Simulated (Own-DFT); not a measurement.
# Two functionals across a range of volumes: D0_22 TiAl3, 40 atoms (Al30Ti10)

The numbers are computed, not measured, by runs of the plane-wave DFT program Own-DFT (in-house, retired, unreviewed) at fixed positions, with no spin and no spin-orbit coupling.

Known weak points: forces on such cells failed a check on a denser k mesh; stress not checked against mesh or cutoff.

Each geometry was run with PBE and with PBEsol, otherwise alike: PseudoDojo norm-conserving scalar-relativistic files made for PBE; cutoff 42 hartree; 4 x 4 x 4 k mesh centred on Gamma; cold (Marzari-Vanderbilt) smearing of 0.2 eV. Unstrained cell vectors in Å: (-2.365, -6.981, 4.326); (-7.667, 3.491, 1.442); (-2.950, -3.488, -7.241). Each has a uniform strain, of which the change of volume is shown, and random moves of rms u per axis.

```
run  volume change (%)   u (Å)  P with PBE (GPa)  P with PBEsol (GPa)
  1              -1.33  0.0499              4.49                 2.54
  2               2.63  0.0494             -0.18                -2.02
  3               4.76  0.0505             -2.14                -3.94
  4              -1.63  0.0460              4.57                 2.63
  5               2.65  0.0503             -0.10                -1.94
  6              -1.05  0.0455              4.12                 2.18
  7               2.83  0.0507             -0.24                -2.08
  8              -0.29  0.0504              3.21                 1.30
  9               0.80  0.0503              1.89                 0.00
 10              -0.62  0.0507              3.58                    ?
```

The question: by how much does PBEsol shrink this cell, and what belongs in the blank?

## Solution

Write v for the change of volume as a fraction. Fitted to v and u², the PBE pressure has a slope of -110 ± 3 GPa in v, with the ions held to the strained lattice. The difference PBEsol less PBE is -1.91 + 2.4 v GPa (slope ± 0.1) and averages -1.88 GPa. Divided by the mean slope of the two, 108 GPa, that makes PBEsol's volume at a given pressure, near 1 GPa, about 1.7 % smaller, or 0.58 % in lengths. At one volume PBEsol's slope is the smaller by 2 GPa, but its pressure there is lower too. If stiffness rises by about 4 GPa for each GPa, PBEsol at equal pressure is stiffer by about 5 GPa. Files made for PBEsol would give a different shift.

For run 10 the line gives 1.66 GPa. Computed: 1.66 GPa.
